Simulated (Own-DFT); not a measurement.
# Response to strain: bcc W, 16 atoms (W16)

Calculated results; nothing here was measured. They come from Own-DFT, an in-house plane-wave density functional program, since retired, whose code no person has reviewed. Each row is one single-point run on a periodic cell that was not relaxed, without spin or spin-orbit coupling.

Settings of every run: PBE; PseudoDojo norm-conserving scalar-relativistic files; cutoff 50 hartree; 5 x 5 x 5 k mesh centred on Gamma; cold (Marzari-Vanderbilt) smearing of 0.2 eV.

Known limits: forces on such cells failed a check on a denser k mesh; stress not checked against mesh or cutoff.

Unstrained cell vectors in Å: (6.330, 0.000, 0.000); (0.000, 6.330, 0.000); (0.000, 0.000, 6.330). The unstrained cell has measured lattice constants (interpolated for alloys), not those of this functional. That, the random moves and any unrelaxed bonds set the pressure at no strain. Each run strains this cell uniformly, with the atoms carried along. Every atom was also moved at random, by a Gaussian of width 0.05 Å on each axis. Strain is the symmetric tensor, in per cent. Stress is positive in tension, and the pressure is minus a third of its trace.

```
run  e_xx (%)  e_yy (%)  e_zz (%)  e_yz (%)  e_xz (%)  e_xy (%)  s_xx (GPa)  s_yy (GPa)  s_zz (GPa)  s_yz (GPa)  s_xz (GPa)  s_xy (GPa)  P (GPa)  E (meV/atom)
  1      1.34      1.07      0.87      1.51     -1.07      0.38        2.65        2.19        1.86        4.36       -3.16        1.50    -2.23           5.0
  2      0.67     -0.57     -0.96     -1.69      0.72     -0.85       -7.11      -11.44      -12.51       -5.27        2.15       -2.27    10.35           7.8
  3     -0.61     -0.41     -1.27      1.35      1.90      1.25      -15.23      -14.81      -17.64        4.03        6.00        4.00    15.90          49.6
  4     -1.54      0.76      0.97      1.33      0.43     -0.57      -12.76       -4.63       -3.88        4.19        1.20       -2.09     7.09          13.5
  5     -1.28     -1.99     -0.82      1.00     -1.13      0.61      -22.38      -24.16      -20.05        3.69       -4.10        2.44    22.19          58.3
  6     -1.71     -1.45     -0.73      1.60     -0.50     -0.38      -22.95      -23.19      -19.44        5.64       -1.45       -1.28    21.86          68.8
  7      1.51      0.24     -1.60      0.40     -1.35     -0.83       -2.61       -6.76      -13.47        0.91       -3.98       -2.28     7.61          23.1
  8     -1.17      0.71     -0.09      1.95      0.67     -0.92      -12.86       -7.43       -9.97        6.17        2.63       -3.47    10.09          37.1
  9      1.92      0.60     -0.27     -1.18      0.94     -0.50        2.48       -0.83       -3.88       -3.10        2.49       -1.08     0.74           7.3
 10     -1.47      1.17     -0.33     -0.15     -0.55      1.63      -14.65       -5.23      -10.52        0.07       -1.82        5.27    10.13          21.1
 11      1.00     -1.25     -0.32     -1.68      1.40     -1.07       -5.68      -12.92       -9.78       -4.98        4.40       -3.04     9.46          10.4
 12     -1.62      0.47      1.52      1.52     -1.42      1.01      -12.89       -6.12       -2.76        5.30       -4.66        3.64     7.26          32.6
 13      0.06      0.57      0.97     -1.13      0.30      0.07       -4.12       -2.32       -1.64       -3.25        0.94        0.27     2.70           0.0
 14      1.79     -1.46     -1.75      1.31     -0.92      0.73       -5.31      -15.57      -16.86        4.03       -3.35        3.09    12.58          30.0
 15      0.95      0.40     -0.98      1.77     -0.83      0.69           ?           ?           ?           ?           ?           ?        ?             ?
```

E is the free energy for each atom above the lowest run shown.

## Worked fit

Each stress component was fitted by least squares to a constant and the strains of the runs shown, as fractions, with shears doubled. Shear strains stay in the fit of a normal stress only where such slopes are resolved. The slopes, in GPa:

```
stress,at no strain,per e_xx,per e_yy,per e_zz,scatter
s_xx,-8.3,553 ± 12,230 ± 19,209 ± 21,0.57
s_yy,-8.1,242 ± 13,567 ± 20,220 ± 23,0.62
s_zz,-8.1,230 ± 9,213 ± 14,557 ± 16,0.44
```

Each shear stress against twice its own strain: yz 149 ± 4, xz 159 ± 4, xy 167 ± 3 GPa. These are stiffnesses along x, y and z of the frame in which the cell vectors are given, which need not be the crystal's axes. The atoms are held to the strained lattice; where symmetry lets them move under strain, relaxing them would lower some slopes. The table should be nearly symmetric about its diagonal, and what it lacks of that shows the noise. A ninth of its sum, 336 ± 6 GPa, estimates the bulk modulus near the mean pressure of these runs, 9.7 GPa, so it lies above the value at zero pressure.

## Withheld run

Question: what normal stresses and pressure should run 15 give?

The fit gives s_xx = -4.1, s_yy = -5.7, s_zz = -10.5 and P = 6.8 GPa. The calculation gave -4.22, -5.51, -10.05 and P = 6.60 GPa.
